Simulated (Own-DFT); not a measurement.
# Point defects and the pressure they add: B20 RuSi

The numbers are computed, not measured, by runs of the plane-wave DFT program Own-DFT (in-house, retired, unreviewed) at fixed positions, with no spin and no spin-orbit coupling.

All runs used: PBE; PseudoDojo norm-conserving scalar-relativistic files; cutoff 50 hartree; 5 x 4 x 5 k mesh centred on Gamma; cold (Marzari-Vanderbilt) smearing of 0.2 eV.

Keep in mind (not all hold for every row): not probed for a lower state with spin; forces on such cells failed a check on a denser k mesh; stress not checked against mesh or cutoff.

All runs share one cell, with vectors in Å (4.709, 0.000, 4.709); (0.000, 9.417, 0.000); (-4.709, 0.000, 4.709) and a volume of 417.6 Å³. The atoms are randomly displaced, by u rms on each axis. The defect's site can differ from row to row.

| cell | formula | u (Å) | P (GPa) |
|---|---|---|---|
| no defect | Ru16Si16 | 0.0177 | 4.96 |
| no defect | Ru16Si16 | 0.0185 | 4.86 |
| no defect | Ru16Si16 | 0.0453 | 6.35 |
| one Ru vacancy | Ru15Si16 | 0.0304 | 2.61 |
| one Ru vacancy | Ru15Si16 | 0.0444 | 3.17 |
| one Ru vacancy | Ru15Si16 | 0.0477 | 4.35 |
| one Ru on a Si site | Ru17Si15 | 0.0283 | 7.50 |
| one Ru on a Si site | Ru17Si15 | 0.0485 | 10.19 |
| one Ru on a Si site | Ru17Si15 | 0.0523 | 9.23 |
| one Si vacancy | Ru16Si15 | 0.0274 | 1.77 |
| one Si vacancy | Ru16Si15 | 0.0339 | ? |
| one Si vacancy | Ru16Si15 | 0.0466 | 3.16 |
| one Si vacancy | Ru16Si15 | 0.0488 | 3.15 |
| one Si on a Ru site | Ru15Si17 | 0.0308 | 5.92 |
| one Si on a Ru site | Ru15Si17 | 0.0328 | 6.08 |
| one Si on a Ru site | Ru15Si17 | 0.0481 | 7.10 |

## Analysis

P = P0 + c u² + a shift for each defect gives P0 = 4.52 GPa, c = 963 ± 149 GPa/Å² and a scatter of 0.41 GPa. The shifts, and each times the cell's volume:

- one Ru on a Si site: 2.56 ± 0.37 GPa, 6.7 eV
- one Si on a Ru site: 0.45 ± 0.35 GPa, 1.2 eV (not resolved)
- one Ru vacancy: -2.81 ± 0.36 GPa, -7.3 eV
- one Si vacancy: -3.53 ± 0.36 GPa, -9.2 eV

Positive is outwards. The product with the volume (160.2 GPa Å³ to the eV) is nearly free of the cell's size; divided by the bulk modulus at the cell's pressure it gives the volume that the defect adds. The atoms around the defects weren't relaxed, which would change these numbers.

## Check

Question: what pressure belongs in the blank (one Si vacancy, u = 0.0339 Å)?

Estimate: 2.10 ± 0.49 GPa. The hidden result is 1.53 GPa.
